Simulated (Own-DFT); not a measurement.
## Calculated data, Al$_{31}$GaO$_{48}$ (corundum with substituted atoms, atoms displaced)

A calculation, not a measurement: plane-wave PBE density functional theory by an unreviewed code, no spin, of a simulated periodic cell, stress positive in tension, free energy of the whole cell less one offset for each atom, defect cell not probed for a lower state with spin; oxygen file: force components 24 meV/angstrom off all-electron in one glass; forces on such cells passed a denser k mesh, this cell's mesh not checked; offsets are fitted by least squares, one for each functional and potential file, so energies compare only between cells with the same atoms and settings and are not formation energies; the far tail of each file's local potential was reset to the Coulomb form; each entry is a single point on an unrelaxed cell, so the pressure reflects the starting lattice, mostly measured values, from which strain is counted, and rises with the displacements; printed positions are rounded, which can move forces by about a meV/angstrom; the program is a retired in-house code; no spin-orbit coupling; before rounding, a Quantum ESPRESSO 7.3.1 run of the same cell and cutoff gave forces within 1 meV/angstrom rms on each cell, which checks the program and not the settings. Program: Own-DFT development build.

Common to all runs: functional PBE; potential files PseudoDojo norm-conserving, scalar-relativistic, standard set; wave cutoff 72 hartree; occupations Fermi-Dirac; smearing width 0.1 eV; k mesh 3 x 3 x 3 centred on Gamma.

(1) 
```xyz
80
Lattice="5.4940 0.0000 8.6604 -2.7470 4.7579 8.6604 -2.7470 -4.7579 8.6604" Properties=species:S:1:pos:R:3:force_x:R:1:force_y:R:1:force_z:R:1 formula=Al31GaO48 free_energy_of_cell_above_offsets=-53.835 pressure=10.3 stress_xx=-9.84 stress_yy=-11.45 stress_zz=-9.6 stress_yz=-0.64 stress_xz=-0.56 stress_xy=-0.09
Al     0.0882    -0.0529     4.5984     -2.286      0.118     -0.692
Al    -0.0100    -0.0136     8.4174     -0.364     -0.689     -1.188
Ga     0.0005     0.0779    10.9960     -1.378     -2.781      1.248
Al     0.0183    -0.0224     1.8223     -0.256      0.243      1.453
O     -0.1547     1.6895     7.6075       0.43     -1.987     -0.194
O      1.4749    -0.7750     7.6031     -0.097       0.74      -0.49
O     -1.4060    -0.9502     7.5833      0.679      0.713      -0.25
O      0.0727    -1.6767     5.4701      0.665     -0.077     -0.946
O     -1.5103     0.7061     5.4238      0.321     -0.959     -0.704
O      1.2957     0.9178     5.3711       2.03     -0.222      1.395
Al    -1.3233    -2.4258     8.9151     -1.683       0.89     -0.546
Al    -1.4119    -2.4034    12.7107      0.918     -0.044      1.117
Al    -1.4573    -2.3830    15.3982      0.946     -0.261     -0.184
Al    -1.4406    -2.3164     6.2207      0.208     -1.264      1.098
O     -1.5033    -0.7519    11.9879      0.416      0.051     -1.063
O      0.1888    -3.1789    11.8845     -1.579      1.753      1.138
O     -2.7495    -3.2477    11.9251     -0.819      -0.88     -0.898
O     -1.2973    -4.0448     9.7379      1.045     -0.043      0.259
O     -2.8344    -1.5170     9.6840     -0.132     -2.412     -0.238
O     -0.0233    -1.5040     9.7228       0.69      0.552      0.424
Al    -1.4225     2.3172     8.8254      0.221      0.295     -0.334
Al    -1.3805     2.3418    12.7130      0.972      0.851      0.609
Al    -1.3757     2.2983    15.3329      -0.36      0.913        1.8
Al    -1.3690     2.3288     6.1387       1.21      0.208      2.096
O     -1.4888     4.0713    11.9598      0.524     -0.998     -0.885
O      0.1736     1.5889    11.9023     -1.026      3.421      1.278
O     -2.7117     1.3937    11.9981     -0.678      1.529      -1.78
O     -1.3199     0.6289     9.7049      0.633      2.007     -0.888
O     -2.7986     3.1066     9.6757     -1.398     -0.082      1.505
O     -0.1183     3.2404     9.7273      2.029      0.518      1.321
Al    -2.7131    -0.0217    13.1807     -0.752     -0.872      1.468
Al    -2.7814    -0.0549    17.1306      0.268      0.349     -1.151
Al    -2.6709     0.0462    19.7382     -1.314     -1.699     -0.765
Al    -2.7140    -0.0005    10.5721     -1.035     -0.377       0.03
O     -2.8659     1.7209    16.3512      0.842     -1.795     -1.614
O     -1.2937    -0.7954    16.2409      0.245      1.598      0.853
O     -4.0786    -1.0062    16.2150     -0.859      1.631     -0.405
O     -2.5743    -1.7041    14.0901     -1.571      1.123     -0.844
O     -4.2452     0.6884    14.0783      0.328      0.639     -0.652
O     -1.3607     0.8828    14.0712     -0.412       0.53     -0.187
Al     2.6595     0.0247     8.8916      1.577      -0.09     -1.038
Al     2.7090     0.0239    12.7191      0.357     -0.772      0.914
Al     2.7953    -0.0061    15.4484     -1.428      0.308     -0.541
Al     2.7911    -0.0189     6.2273     -1.495      0.554      1.024
O      2.6229     1.6512    11.8718      0.229     -0.168      0.018
O      4.2154    -0.7573    11.9446      0.547      0.395     -0.696
O      1.3100    -0.8984    11.8730      1.199     -0.316      0.777
O      2.8358    -1.6095     9.6397       0.14     -0.452      1.657
O      1.2403     0.7610     9.7320      0.717     -0.164     -1.423
O      4.2080     0.9772     9.7222     -1.589     -0.611     -0.053
Al     1.3420    -2.3713    13.1318     -0.533       0.42      2.414
Al     1.3652    -2.3696    17.1047      0.562      0.179     -0.934
Al     1.3553    -2.3764    19.7389      1.195      0.332     -0.412
Al     1.3479    -2.3522    10.5993      0.669        0.5      -1.63
O      1.2422    -0.7324    16.1845      0.075     -0.204      0.562
O      2.8520    -3.0844    16.2456     -0.058     -0.742     -0.426
O     -0.0716    -3.2479    16.2238      0.811     -1.303       0.87
O      1.4703    -4.0395    14.0978      0.796     -0.002     -1.229
O     -0.1494    -1.7392    14.1354      0.978      0.475      -1.72
O      2.6755    -1.5097    14.0655      0.112       1.15     -0.328
Al     1.3871     2.3678    13.1614      0.033      0.301      1.385
Al     1.3306     2.4258    17.0526      0.496     -0.781      0.203
Al     1.4357     2.3976    19.7397     -0.783     -0.371     -0.618
Al     1.3970     2.3523    10.4939     -0.815      1.453      0.623
O      1.2796     4.0165    16.2566      0.035      1.395     -1.178
O      2.8289     1.6474    16.2385      -0.06     -0.378     -0.108
O      0.0587     1.4636    16.1969     -1.163      -0.64       -0.1
O      1.4459     0.7614    14.0717      0.736     -0.328     -0.809
O     -0.1432     3.1257    14.0976      0.573     -0.918     -1.316
O      2.8669     3.2295    14.0746     -2.951      1.537     -2.082
Al     0.0554    -0.0046    17.4819     -0.652      0.424      0.433
Al    -0.0090     0.0482    21.3745      0.822      -0.07      -0.03
Al     0.0144     0.0032    24.0065       0.55     -0.485      1.367
Al    -0.0089    -0.0344    14.8241      0.667     -0.706      1.115
O     -0.1734     1.8441    20.5454      1.968     -2.752      0.252
O      1.5382    -0.6686    20.4346     -1.822     -0.301      2.251
O     -1.3729    -0.9271    20.5734      0.351          0     -0.031
O      0.1320    -1.6607    18.4439     -0.315      0.497     -0.893
O     -1.4725     0.7847    18.4141      0.141     -1.654     -0.431
O      1.3882     0.9126    18.4240      -0.29      1.058     -0.037
```

Units: free_energy_of_cell_above_offsets in eV; pressure, stress_xx, stress_yy, stress_zz, stress_yz, stress_xz, stress_xy in GPa; force_x, force_y, force_z in eV/Å.

(2) 
```xyz
80
Lattice="5.4940 0.0000 8.6604 -2.7470 4.7579 8.6604 -2.7470 -4.7579 8.6604" Properties=species:S:1:pos:R:3:force_x:R:1:force_y:R:1:force_z:R:1 formula=Al31GaO48 free_energy_of_cell_above_offsets=-43.627 pressure=14.73 stress_xx=-15.67 stress_yy=-14.25 stress_zz=-14.27 stress_yz=0.19 stress_xz=0.31 stress_xy=-1.47
Al     0.1042    -0.0260     4.3876     -1.179      0.365      4.669
Al    -0.0275    -0.0812     8.3737      0.775      2.719     -0.102
Al    -0.2080    -0.1542    11.1615      7.562       4.42     -2.496
Al     0.1054    -0.0537     1.9029     -2.317     -0.101     -2.091
O     -0.1052     1.6620     7.5782      0.249     -0.162      0.051
O      1.4870    -0.7727     7.5887     -0.756      0.798      0.505
O     -1.4285    -0.9474     7.4900       1.31       0.31      3.309
O     -0.0360    -1.6616     5.4211      4.462      0.084     -1.304
O     -1.3491     0.5641     5.3484     -0.929      3.481      0.784
O      1.2397     0.9264     5.5097      1.997     -0.585     -1.811
Al    -1.3429    -2.3248     8.8104     -0.578     -0.674      1.113
Al    -1.4976    -2.4208    12.7327      3.559          1      3.402
Al    -1.3857    -2.2737    15.5075     -1.035      -5.46     -1.654
Al    -1.3465    -2.4382     6.3303      -1.14      0.262     -3.133
O     -1.4214    -0.6971    12.0732     -4.176     -2.437      -0.76
O      0.2237    -3.2197    12.0618      -3.03      -0.66     -3.121
O     -2.7379    -3.2267    11.9706     -0.492     -1.961     -2.365
O     -1.1859    -4.0975     9.6876     -2.035      1.819      1.509
O     -2.9669    -1.5645     9.7990      3.727     -1.454     -2.579
O      0.0748    -1.4219     9.7653      -2.96     -1.295     -1.338
Al    -1.3442     2.3816     8.8661     -0.212      -0.43      0.224
Al    -1.3605     2.4145    12.8391     -0.063     -2.118     -1.354
Al    -1.2329     2.5149    15.3798     -2.041     -2.801     -0.978
Al    -1.3653     2.5134     6.1849      0.641     -3.599      0.897
O     -1.4420     4.0397    11.8185     -0.088     -0.428      1.294
O      0.0766     1.7082    11.8030     -1.036     -0.883      1.869
O     -2.7902     1.3909    11.9569      0.161      0.862     -1.384
O     -1.2167     0.7747     9.5645      -1.39     -3.289      3.275
O     -2.8455     3.1254     9.6746      0.066     -0.502      1.277
O      0.0616     3.1779     9.7845     -1.423      2.116     -1.794
Al    -2.8304    -0.0497    13.1111      0.658      0.776      3.076
Al    -2.8147    -0.0385    17.1785      1.074     -0.552     -3.247
Al    -2.8082    -0.0184    19.6374       3.12     -0.886      2.009
Al    -2.7336     0.0155    10.5991      -0.53      1.461     -1.145
O     -3.0128     1.6177    16.2096      3.748     -0.628      1.157
O     -1.3081    -0.6803    16.0580     -0.561      1.522      4.359
O     -4.1321    -1.0216    16.2913      0.753      2.594     -0.648
O     -2.5839    -1.6325    14.1444     -0.875      0.829      -1.73
O     -4.2723     0.6895    14.0126      1.134     -0.251      0.548
O     -1.4052     0.8420    13.9411      1.271      1.489        2.1
Al     2.7077    -0.0850     8.9001      0.269        1.6      0.244
Al     2.8851     0.1334    12.7656     -1.044     -4.945      1.609
Al     2.6821    -0.0171    15.4831      1.977      1.306     -3.378
Al     2.7933     0.0397     6.1650     -0.421      1.061       0.92
O      2.5704     1.5784    11.9625        0.8      2.207     -1.416
O      4.4355    -0.7010    11.8778     -2.458     -0.108     -0.555
O      1.3876    -0.8805    11.7811      0.022     -1.162      1.507
O      2.8046    -1.7102     9.6693      1.064     -0.789      0.854
O      1.3649     0.7400     9.8845      -0.16      -0.81     -2.556
O      4.1415     0.7734     9.7219      0.764      1.761      0.092
Al     1.2720    -2.4574    13.2309      3.447      2.969      0.724
Al     1.4437    -2.2537    17.1139     -1.008     -3.577     -0.164
Ga     1.2927    -2.4034    19.7565      0.353     -3.044     -0.666
Al     1.3877    -2.3869    10.4940      0.731      0.231      2.126
O      1.2274    -0.7327    16.1839     -1.031      -0.19      1.321
O      2.9332    -3.1529    16.2158     -2.237      0.884      2.204
O     -0.0533    -3.4364    16.1756      1.143      2.792      1.115
O      1.5760    -3.9754    14.1413     -1.038      -1.22     -0.219
O     -0.0984    -1.6137    13.9769     -0.717     -2.118      0.603
O      2.8854    -1.4756    14.1673     -3.025     -0.389     -1.523
Al     1.4349     2.3704    13.1600      -1.11     -0.578      1.098
Al     1.3246     2.2902    17.0338      3.206       2.52      2.584
Al     1.3600     2.4445    19.8741      0.716     -0.557     -2.132
Al     1.4177     2.3732    10.6253     -1.186     -1.474     -0.945
O      1.2512     3.9218    16.2487      0.176      1.321     -1.152
O      2.8815     1.7506    16.2739     -0.864     -2.706     -1.892
O      0.0350     1.5662    16.2559     -2.408     -3.404     -1.479
O      1.5694     0.6206    14.0094     -1.394      1.562      1.439
O     -0.0636     3.1820    13.9971     -0.677     -0.646      0.472
O      2.8055     3.3387    14.0146      -0.97     -0.463     -0.169
Al     0.0255     0.0155    17.5076     -0.333      0.314      1.579
Al     0.0386     0.0861    21.3692     -1.044      -0.83      0.584
Al     0.0244    -0.0398    24.1677     -1.062     -0.104     -1.229
Al    -0.0904    -0.2237    14.9495      1.983        5.2     -3.906
O     -0.0944     1.7888    20.6529     -0.053     -1.719     -1.145
O      1.4538    -0.8155    20.4472      0.714       4.38      3.478
O     -1.3558    -0.9950    20.5124      0.695      2.027      0.949
O      0.1555    -1.5866    18.4536     -1.557     -0.286      -2.57
O     -1.5465     0.5644    18.3558      1.623      2.451      0.339
O      1.4091     0.8706    18.4407     -1.305      0.779     -1.136
```

Units: free_energy_of_cell_above_offsets in eV; pressure, stress_xx, stress_yy, stress_zz, stress_yz, stress_xz, stress_xy in GPa; force_x, force_y, force_z in eV/Å.

(3) 
```xyz
80
Lattice="5.4940 0.0000 8.6604 -2.7470 4.7579 8.6604 -2.7470 -4.7579 8.6604" Properties=species:S:1:pos:R:3:force_x:R:1:force_y:R:1:force_z:R:1 formula=Al31GaO48 free_energy_of_cell_above_offsets=-56.804 pressure=8.65 stress_xx=-8.77 stress_yy=-8.91 stress_zz=-8.25 stress_yz=-0.29 stress_xz=-0.08 stress_xy=-0.1
Al     0.0152     0.0092     4.5503      0.101     -0.631      0.579
Al    -0.0231    -0.0070     8.4492      0.157      0.245     -1.063
Al    -0.0266     0.0350    11.0529      0.296     -1.769     -0.032
Al     0.0059     0.0417     1.9141      0.318     -0.798     -0.153
O     -0.0952     1.6723     7.5690     -0.614     -0.558      0.255
O      1.4974    -0.7108     7.5780     -0.765     -0.185      0.405
O     -1.4184    -0.8700     7.5432      1.086     -0.345      1.894
O      0.0968    -1.6608     5.4422      1.725      1.053     -1.138
O     -1.5333     0.6816     5.4152      0.981      1.077      -0.43
O      1.3921     0.9522     5.4347     -0.487      -0.59     -0.415
Al    -1.3611    -2.3385     8.9262     -0.781     -0.985     -0.407
Al    -1.4045    -2.3809    12.8136      1.176       0.15     -1.252
Al    -1.4129    -2.3421    15.4054      0.823     -0.444      0.226
Ga    -1.3607    -2.4068     6.2366     -0.706      0.596      0.112
O     -1.4503    -0.7052    11.9245     -0.604     -0.317      0.114
O      0.1185    -3.1456    11.8347      0.135      1.101      1.617
O     -2.7283    -3.2787    11.9052     -0.148     -0.597      0.406
O     -1.2532    -4.0266     9.7491      0.144     -0.191     -0.269
O     -2.8460    -1.6870     9.7937     -0.003      0.627     -0.428
O     -0.0530    -1.4638     9.8004      0.869       0.62     -0.599
Al    -1.3822     2.3414     8.9225     -0.116      0.947     -0.408
Al    -1.2907     2.3156    12.7682     -2.508      0.885     -0.008
Al    -1.3575     2.3816    15.4016     -0.508      0.145      0.167
Al    -1.4297     2.4041     6.2403      1.328     -0.911      0.443
O     -1.4904     3.9735    11.9501      0.574      0.715     -0.508
O      0.0657     1.5659    11.9063      1.421      1.736      0.464
O     -2.7684     1.4347    11.9130      0.613      0.481      0.328
O     -1.2582     0.7384     9.7529      -0.19     -0.333     -0.009
O     -2.8452     3.1045     9.7942      0.153     -0.093     -0.644
O      0.0135     3.2641     9.7399     -0.221      0.446      0.269
Al    -2.7211     0.0058    13.2100     -0.662     -0.109     -0.093
Al    -2.7288    -0.0164    17.1042       -0.5      0.451     -0.314
Al    -2.7172    -0.0009    19.7297     -1.268      -0.22     -0.321
Al    -2.7274     0.0072    10.6172     -1.185     -0.306     -0.563
O     -2.8188     1.6737    16.2445      -0.26     -0.567      1.258
O     -1.2565    -0.7117    16.2557     -0.176     -0.168     -0.311
O     -4.0910    -0.9378    16.2309     -0.035      0.256      0.178
O     -2.6330    -1.6514    14.0151     -0.718     -0.065      0.954
O     -4.2055     0.7087    14.0804     -0.232     -1.451     -0.837
O     -1.3920     0.9002    14.0941      0.513      0.296     -0.123
Al     2.6963     0.0066     8.9049      1.431      0.025     -0.106
Al     2.7686     0.0030    12.7165     -0.506     -0.209       0.47
Al     2.7737     0.0033    15.3678     -1.325      0.011      0.353
Al     2.7338    -0.0041     6.2906      0.573      0.716     -0.121
O      2.6560     1.6238    11.8772      -1.25      0.279      0.718
O      4.2468    -0.7087    11.8964     -0.279      0.137      0.479
O      1.3458    -0.8860    11.9236      0.536     -0.759     -0.461
O      2.8909    -1.6567     9.7594     -0.942      0.573      0.063
O      1.2331     0.7337     9.7116     -0.068       0.05      0.675
O      4.1440     0.9030     9.7523     -0.941      0.214       -0.3
Al     1.4155    -2.3975    13.2176     -1.213      0.394      0.329
Al     1.3377    -2.3438    17.0599      0.469      -0.48      0.574
Al     1.3464    -2.4086    19.7549      0.722      1.058     -1.015
Al     1.3884    -2.3589    10.6068     -0.474     -0.046     -0.491
O      1.2495    -0.7071    16.2846      0.309      0.399     -0.901
O      2.7871    -3.1464    16.2089      0.614      0.607      1.005
O      0.0183    -3.2853    16.2239     -0.704     -0.043     -0.017
O      1.5221    -4.0531    14.0613     -0.599      0.402     -0.373
O     -0.1173    -1.6607    14.0589       0.25      0.037      0.109
O      2.7102    -1.4452    14.0590     -0.328      0.021     -0.532
Al     1.3292     2.3751    13.2763      1.056     -0.067      0.182
Al     1.3780     2.3721    17.0876     -0.022      0.339      0.091
Al     1.3495     2.4154    19.7884       1.46     -0.393     -1.381
Al     1.3344     2.3691    10.6209      1.058      0.086     -0.863
O      1.2306     4.0273    16.2007      0.673     -0.301      0.428
O      2.8718     1.6512    16.2353     -0.205      0.059      0.091
O     -0.0201     1.4837    16.2374      0.379     -0.246     -0.032
O      1.4700     0.6927    14.0634     -0.095      0.943     -0.118
O     -0.1510     3.1214    14.0848      0.656     -0.529     -0.488
O      2.7475     3.3022    14.1212     -0.892     -0.108     -1.273
Al    -0.0361     0.0490    17.6038      0.867     -0.838     -0.572
Al    -0.0556     0.0468    21.4169        1.3     -1.295     -0.222
Al     0.0760     0.0029    24.0413     -1.383     -0.219      0.694
Al     0.0021    -0.0177    14.9115      0.098     -0.105       0.54
O     -0.0580     1.6095    20.5198     -1.431      0.795      0.889
O      1.4604    -0.6980    20.5431     -0.175     -0.554      0.483
O     -1.3963    -0.9132    20.5633      0.285     -0.947      0.539
O      0.1023    -1.6599    18.3962      -0.44      0.032      0.417
O     -1.4951     0.7515    18.3916     -0.103     -0.105       0.33
O      1.3395     0.9402    18.3859      0.911     -0.127      0.461
```

Units: free_energy_of_cell_above_offsets in eV; pressure, stress_xx, stress_yy, stress_zz, stress_yz, stress_xz, stress_xy in GPa; force_x, force_y, force_z in eV/Å.
